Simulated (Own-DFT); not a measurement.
# Response to strain: wurtzite GaN, 72 atoms (Ga36N36)

The numbers are computed, not measured, by runs of the plane-wave DFT program Own-DFT (in-house, retired, unreviewed) at fixed positions, with no spin and no spin-orbit coupling.

Common settings: PBE; PseudoDojo norm-conserving scalar-relativistic files; cutoff 42 hartree; 4 x 4 x 3 k mesh centred on Gamma; Fermi-Dirac smearing of 0.1 eV.

Known weak points: forces not confirmed at this smearing and k mesh; stress not checked against mesh or cutoff.

Unstrained cell vectors in Å: (9.567, 0.000, 0.000); (-4.783, 8.285, 0.000); (0.000, 0.000, 10.370). The unstrained cell has measured lattice constants (interpolated for alloys), not those of this functional. That, the random moves and any unrelaxed bonds set the pressure at no strain. In each run the cell takes a homogeneous strain; fractional positions stay. Each atom got a random Gaussian move of width 0.05 Å along each axis. Strains are tensor components in per cent; tension counts as positive stress, and P is minus the mean normal stress.

| run | e_xx (%) | e_yy (%) | e_zz (%) | e_yz (%) | e_xz (%) | e_xy (%) | s_xx (GPa) | s_yy (GPa) | s_zz (GPa) | s_yz (GPa) | s_xz (GPa) | s_xy (GPa) | P (GPa) | E (meV/atom) |
|---|---|---|---|---|---|---|---|---|---|---|---|---|---|---|
| 1 | -1.37 | 1.78 | -1.63 | 0.83 | 1.33 | -1.61 | -14.50 | -3.05 | -14.45 | 1.68 | 2.81 | -4.11 | 10.67 | 45.2 |
| 2 | -1.56 | -1.96 | -0.93 | -0.38 | -0.49 | -0.18 | -15.60 | -22.77 | -15.32 | -0.88 | -2.62 | 0.06 | 17.90 | 73.8 |
| 3 | -0.68 | -1.08 | -1.66 | 1.69 | -0.49 | -1.42 | -13.42 | -14.64 | -16.71 | 4.16 | -1.07 | -4.09 | 14.92 | 48.0 |
| 4 | 1.82 | -0.59 | 1.07 | -0.84 | -0.12 | 1.24 | 0.06 | -7.45 | -1.93 | -1.91 | -0.33 | 4.26 | 3.11 | 0.5 |
| 5 | -1.05 | 1.02 | 1.79 | 1.42 | -1.87 | -0.21 | -10.50 | -1.52 | -0.57 | 2.58 | -4.50 | 0.83 | 4.20 | 11.8 |
| 6 | 1.15 | -0.27 | 1.28 | -0.91 | 1.61 | -0.11 | -2.44 | -4.26 | -2.73 | -1.20 | 3.54 | -1.03 | 3.15 | 0.0 |
| 7 | 1.78 | -0.95 | -1.32 | 0.18 | -1.98 | -0.88 | -2.34 | -11.54 | -13.95 | 0.49 | -5.28 | -2.10 | 9.28 | 33.7 |
| 8 | -1.34 | 0.68 | -0.99 | -1.16 | 0.24 | -1.12 | -15.16 | -5.99 | -13.25 | -2.58 | 0.18 | -4.95 | 11.47 | 36.9 |
| 9 | -1.14 | -1.20 | -1.20 | 1.17 | -1.09 | 1.69 | -14.49 | -16.46 | -17.48 | 3.37 | -2.06 | 5.95 | 16.14 | 63.5 |
| 10 | -1.78 | 0.09 | -1.44 | 1.91 | 1.26 | -0.15 | -15.47 | -9.22 | -19.52 | 3.64 | 2.18 | -0.26 | 14.74 | 54.2 |
| 11 | 0.20 | -1.68 | -1.94 | -0.57 | -1.51 | -0.18 | -9.80 | -15.34 | -21.34 | -1.15 | -3.62 | 0.73 | 15.49 | 57.5 |
| 12 | 0.97 | -0.33 | 0.46 | 1.65 | -1.00 | 1.01 | -5.35 | -8.55 | -3.19 | 3.27 | -2.27 | 2.31 | 5.70 | 20.4 |
| 13 | 1.82 | 1.20 | -0.72 | 1.93 | -0.89 | -1.05 | -0.31 | -0.79 | -10.24 | 3.87 | -2.65 | -2.49 | 3.78 | 27.2 |
| 14 | 1.95 | -1.85 | -0.23 | -0.82 | 0.44 | -1.08 | -0.80 | -15.15 | -9.19 | -1.21 | 1.01 | -3.62 | 8.38 | 27.2 |
| 15 | 0.44 | 1.78 | -0.18 | -0.84 | -1.09 | -0.77 | ? | ? | ? | ? | ? | ? | ? | ? |

E is the free energy per atom, counted from the lowest run shown.

## What the rows give

Each stress component was fitted by least squares to a constant and the strains of the runs shown, as fractions, with shears doubled. Shear strains stay in the fit of a normal stress only where such slopes are resolved. The slopes, in GPa:

```
stress  at no strain  per e_xx  per e_yy  per e_zz  scatter
  s_xx          -8.2  408 ± 15   39 ± 18   81 ± 18     0.73
  s_yy          -7.5  122 ± 31  502 ± 37   99 ± 38     1.50
  s_zz          -8.5   95 ± 34   96 ± 40  487 ± 41     1.64
```

The slope of each shear stress on twice its own strain, from a fit on all six strains: yz 107 ± 7, xz 117 ± 8, xy 153 ± 17 GPa. These are stiffnesses along x, y and z of the frame in which the cell vectors are given, with the crystal's c axis along z: C11, C12, C13 and C33. Hexagonal symmetry asks that xx and yy behave alike, which is a second check on the noise. The atoms are held to the strained lattice; where symmetry lets them move under strain, relaxing them would lower some slopes. Slopes across the diagonal should nearly agree, so their difference gauges the noise. A ninth of the table's sum, 214 ± 3 GPa, estimates the bulk modulus near the mean pressure of these runs, 9.9 GPa, so it lies above the value at zero pressure.

## Test on the hidden row

Asked: what normal stresses and pressure should run 15 give?

The fit gives s_xx = -5.9, s_yy = 1.8, s_zz = -7.3 and P = 3.8 GPa. The hidden result is -6.53, 0.34, -5.91 and P = 4.03 GPa.
